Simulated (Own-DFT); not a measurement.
# Strain and stress in grey tin, 32 atoms (Sn32)

All numbers below are calculated, not measured. The program, named Own-DFT, is a retired in-house plane-wave density functional code that no person has reviewed. Each row is one single-point run on a periodic cell that was not relaxed, without spin or spin-orbit coupling.

Settings of every run: PBE; PseudoDojo norm-conserving scalar-relativistic files; cutoff 42 hartree; 3 x 3 x 5 k mesh centred on Gamma; cold (Marzari-Vanderbilt) smearing of 0.2 eV.

Known limits: forces on such cells failed a check on a denser k mesh; stress not checked against mesh or cutoff.

Unstrained cell vectors in Å: (12.978, 0.000, 0.000); (0.000, 12.978, 0.000); (0.000, 0.000, 6.489). The unstrained cell has measured lattice constants (interpolated for alloys), not those of this functional. That, the random moves and any unrelaxed bonds set the pressure at no strain. Each run strains this cell uniformly, with the atoms carried along. Every atom was also moved at random, by a Gaussian of width 0.05 Å on each axis. Strain is the symmetric tensor, in per cent. Stress is positive in tension, and the pressure is minus a third of its trace.

| run | e_xx (%) | e_yy (%) | e_zz (%) | s_xx (GPa) | s_yy (GPa) | s_zz (GPa) | P (GPa) | E (meV/atom) |
|---|---|---|---|---|---|---|---|---|
| 1 | -1.75 | -1.75 | 0.00 | -5.79 | -5.84 | -5.22 | 5.61 | 57.0 |
| 2 | 2.00 | 2.00 | 0.00 | -1.63 | -1.55 | -2.06 | 1.75 | 0.0 |
| 3 | -0.75 | -0.75 | 0.00 | -4.54 | -4.52 | -4.15 | 4.40 | 33.6 |
| 4 | -2.25 | -2.25 | 0.00 | -6.44 | -6.41 | -5.77 | 6.21 | 64.9 |
| 5 | 0.50 | 0.50 | 0.00 | -3.03 | -2.99 | -3.09 | 3.04 | 8.7 |
| 6 | -3.00 | -3.00 | 0.00 | -7.40 | -7.44 | -6.61 | 7.15 | 81.3 |
| 7 | -0.25 | -0.25 | 0.00 | -3.82 | -3.83 | -3.71 | 3.79 | 16.1 |
| 8 | 1.50 | 1.50 | 0.00 | ? | ? | ? | ? | ? |

E is the free energy for each atom above the lowest run shown.

## Worked fit

The change of volume is close to e_xx + e_yy + e_zz. A straight line through the runs shown gives P = 3.72 - 55 x (fractional change of volume) GPa, with an error of 2 on the slope and a scatter of 0.19 GPa. The strain isn't the same on all axes, but the crystal is cubic, so the slope still estimates the bulk modulus, averaged over pressures from 1.7 to 7.1 GPa.

## Withheld run

Question: what pressure should run 8 give? Its volume changes by 3.02 %.

The line gives 2.1 GPa. The calculation gave 2.08 GPa.
